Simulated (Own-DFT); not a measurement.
# Strain and stress in wurtzite AlN, 72 atoms (Al36N36)

Calculated results; nothing here was measured. The program, named Own-DFT, is a retired in-house plane-wave density functional code that no person has reviewed. Each row is one single-point run on a periodic cell that was not relaxed, without spin or spin-orbit coupling.

Settings of every run: PBE; PseudoDojo norm-conserving scalar-relativistic files; cutoff 42 hartree; 4 x 4 x 3 k mesh centred on Gamma; Gaussian smearing of 0.01 eV.

Known limits: k mesh not checked against a denser one; stress not checked against mesh or cutoff.

Unstrained cell vectors in Å: (9.336, 0.000, 0.000); (-4.668, 8.085, 0.000); (0.000, 0.000, 9.964). The unstrained cell has measured lattice constants (interpolated for alloys), not those of this functional. That, the random moves and any unrelaxed bonds set the pressure at no strain. Each run strains this cell uniformly, with the atoms carried along. Every atom was also moved at random, by a Gaussian of width 0.05 Å on each axis. Strain is the symmetric tensor, in per cent. Stress is positive in tension, and the pressure is minus a third of its trace.

| run | e_xx (%) | e_yy (%) | e_zz (%) | s_xx (GPa) | s_yy (GPa) | s_zz (GPa) | P (GPa) | E (meV/atom) |
|---|---|---|---|---|---|---|---|---|
| 1 | 2.25 | 2.25 | 0.00 | 7.93 | 5.43 | -3.81 | -3.18 | 2.0 |
| 2 | -1.50 | -1.50 | 0.00 | -13.83 | -16.48 | -6.66 | 12.32 | 20.3 |
| 3 | -1.75 | -1.75 | 0.00 | -14.73 | -19.36 | -8.14 | 14.08 | 35.7 |
| 4 | 0.75 | 0.75 | 0.00 | -2.56 | -1.95 | -4.14 | 2.89 | 13.8 |
| 5 | -0.25 | -0.25 | 0.00 | -8.80 | -6.06 | -5.86 | 6.91 | 15.3 |
| 6 | 1.75 | 1.75 | 0.00 | 4.67 | 3.91 | -4.04 | -1.51 | 0.0 |
| 7 | -1.00 | -1.00 | 0.00 | -13.50 | -11.68 | -7.29 | 10.82 | 48.3 |
| 8 | -2.50 | -2.50 | 0.00 | -23.13 | -18.76 | -11.07 | 17.65 | 51.7 |
| 9 | -0.75 | -0.75 | 0.00 | ? | ? | ? | ? | ? |

E is the free energy for each atom above the lowest run shown.

## Worked fit

The change of volume is close to e_xx + e_yy + e_zz. A straight line through the runs shown gives P = 6.32 - 219 x (fractional change of volume) GPa, with an error of 5 on the slope and a scatter of 0.43 GPa. The strain isn't the same on all axes and the cell isn't cubic, so the slope belongs to this path and is not the bulk modulus.

## Withheld run

Question: what pressure should run 9 give? Its volume changes by -1.49 %.

The line gives 9.6 GPa. The calculation gave 8.91 GPa.
